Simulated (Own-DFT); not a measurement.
# Strain and stress in wurtzite AlN, 128 atoms (Al64N64)

These are calculations, not measurements. The program, named Own-DFT, is a retired in-house plane-wave density functional code that no person has reviewed. Each row is one single-point run on a periodic cell that was not relaxed, without spin or spin-orbit coupling.

Settings of every run: PBE; PseudoDojo norm-conserving scalar-relativistic files; cutoff 42 hartree; 3 x 3 x 3 k mesh centred on Gamma; Gaussian smearing of 0.01 eV.

Known limits: k mesh not checked against a denser one; stress not checked against mesh or cutoff.

Unstrained cell vectors in Å: (12.448, 0.000, 0.000); (-6.224, 10.780, 0.000); (0.000, 0.000, 9.964). The unstrained cell has measured lattice constants (interpolated for alloys), not those of this functional. That, the random moves and any unrelaxed bonds set the pressure at no strain. Each run strains this cell uniformly, with the atoms carried along. Every atom was also moved at random, by a Gaussian of width 0.05 Å on each axis. Strain is the symmetric tensor, in per cent. Stress is positive in tension, and the pressure is minus a third of its trace.

| run | e_xx (%) | e_yy (%) | e_zz (%) | e_yz (%) | e_xz (%) | e_xy (%) | s_xx (GPa) | s_yy (GPa) | s_zz (GPa) | s_yz (GPa) | s_xz (GPa) | s_xy (GPa) | P (GPa) | E (meV/atom) |
|---|---|---|---|---|---|---|---|---|---|---|---|---|---|---|
| 1 | 1.49 | 1.54 | -1.76 | 0.99 | -1.62 | -1.44 | 0.82 | -0.03 | -11.70 | 2.56 | -4.21 | -5.05 | 3.64 | 39.7 |
| 2 | -0.45 | 1.85 | -1.48 | 0.34 | 0.40 | 0.85 | -5.57 | 1.10 | -13.30 | 1.15 | 0.89 | 3.55 | 5.92 | 25.9 |
| 3 | -0.91 | 1.73 | -0.86 | -1.84 | -1.01 | -0.79 | -8.42 | -0.08 | -8.86 | -4.25 | -2.92 | -2.52 | 5.79 | 24.9 |
| 4 | 0.20 | 1.08 | -0.23 | 0.22 | 0.02 | 1.30 | -3.79 | -1.13 | -3.72 | -0.08 | -0.56 | 4.44 | 2.88 | 0.0 |
| 5 | -0.14 | 1.51 | 0.43 | 0.66 | -1.68 | 1.70 | -4.12 | 0.63 | -2.11 | 1.59 | -3.76 | 5.21 | 1.87 | 12.4 |
| 6 | -1.34 | 1.54 | -1.08 | -0.41 | 1.23 | 0.38 | -10.09 | -1.25 | -12.00 | -1.37 | 3.71 | 0.77 | 7.78 | 25.4 |
| 7 | 0.82 | 1.59 | 0.60 | -0.25 | 0.37 | -1.36 | -0.78 | 2.35 | 0.13 | -0.77 | 1.08 | -3.91 | -0.57 | 6.7 |
| 8 | -1.66 | 0.07 | -1.97 | -1.13 | 1.99 | 0.85 | -17.37 | -7.45 | -16.48 | -2.87 | 4.64 | 4.65 | 13.77 | 49.4 |
| 9 | -0.89 | -0.98 | -0.85 | 1.06 | 0.76 | -0.13 | -10.70 | -12.81 | -11.59 | 2.48 | 1.96 | 0.44 | 11.70 | 31.3 |
| 10 | 0.30 | -1.15 | 1.57 | -0.01 | 0.21 | -0.66 | -5.67 | -8.97 | 0.79 | 0.15 | 0.23 | -3.00 | 4.61 | 18.7 |
| 11 | 0.38 | -0.53 | 1.44 | -0.16 | 0.46 | -0.91 | -2.78 | -6.67 | 0.48 | -0.65 | 2.07 | -3.37 | 2.99 | 6.6 |
| 12 | 1.86 | -1.27 | -1.96 | 2.00 | -1.01 | 1.20 | -0.34 | -11.14 | -15.22 | 5.29 | -2.71 | 4.52 | 8.90 | 36.2 |
| 13 | 1.59 | -1.92 | 1.37 | -0.60 | 1.32 | 0.33 | 0.03 | -13.63 | 1.60 | -1.22 | 3.75 | 0.75 | 4.00 | 21.0 |
| 14 | 1.99 | 1.67 | -0.01 | -0.14 | -0.46 | 1.08 | 4.72 | 4.77 | -4.23 | -0.33 | -1.11 | 2.99 | -1.76 | 8.2 |
| 15 | -0.78 | -1.36 | 1.54 | -1.78 | 0.71 | 1.63 | -9.87 | -11.99 | -1.05 | -4.69 | 1.17 | 4.61 | 7.64 | 31.2 |
| 16 | 0.06 | -0.26 | -0.05 | -0.65 | 0.47 | -1.66 | ? | ? | ? | ? | ? | ? | ? | ? |

E is the free energy for each atom above the lowest run shown.

## Worked fit

Each stress component was fitted by least squares to a constant and the strains of the runs shown, as fractions, with shears doubled. Shear strains stay in the fit of a normal stress only where such slopes are resolved. The slopes, in GPa:

```
stress  at no strain  per e_xx  per e_yy  per e_zz  scatter
  s_xx          -5.9  450 ± 25  126 ± 23   84 ± 24     1.09
  s_yy          -6.1   91 ± 20  460 ± 18   73 ± 20     0.88
  s_zz          -5.9   90 ± 26   86 ± 23  495 ± 25     1.12
```

Each shear stress against twice its own strain: yz 118 ± 5, xz 134 ± 8, xy 163 ± 8 GPa. These are stiffnesses along x, y and z of the frame in which the cell vectors are given, which need not be the crystal's axes. The atoms are held to the strained lattice; where symmetry lets them move under strain, relaxing them would lower some slopes. The table should be nearly symmetric about its diagonal, and what it lacks of that shows the noise. A ninth of its sum, 217 ± 4 GPa, estimates the bulk modulus near the mean pressure of these runs, 5.3 GPa, so it lies above the value at zero pressure.

## Withheld run

Question: what normal stresses and pressure should run 16 give?

The fit gives s_xx = -6.0, s_yy = -7.2, s_zz = -6.3 and P = 6.5 GPa. The calculation gave -6.22, -6.50, -6.76 and P = 6.49 GPa.
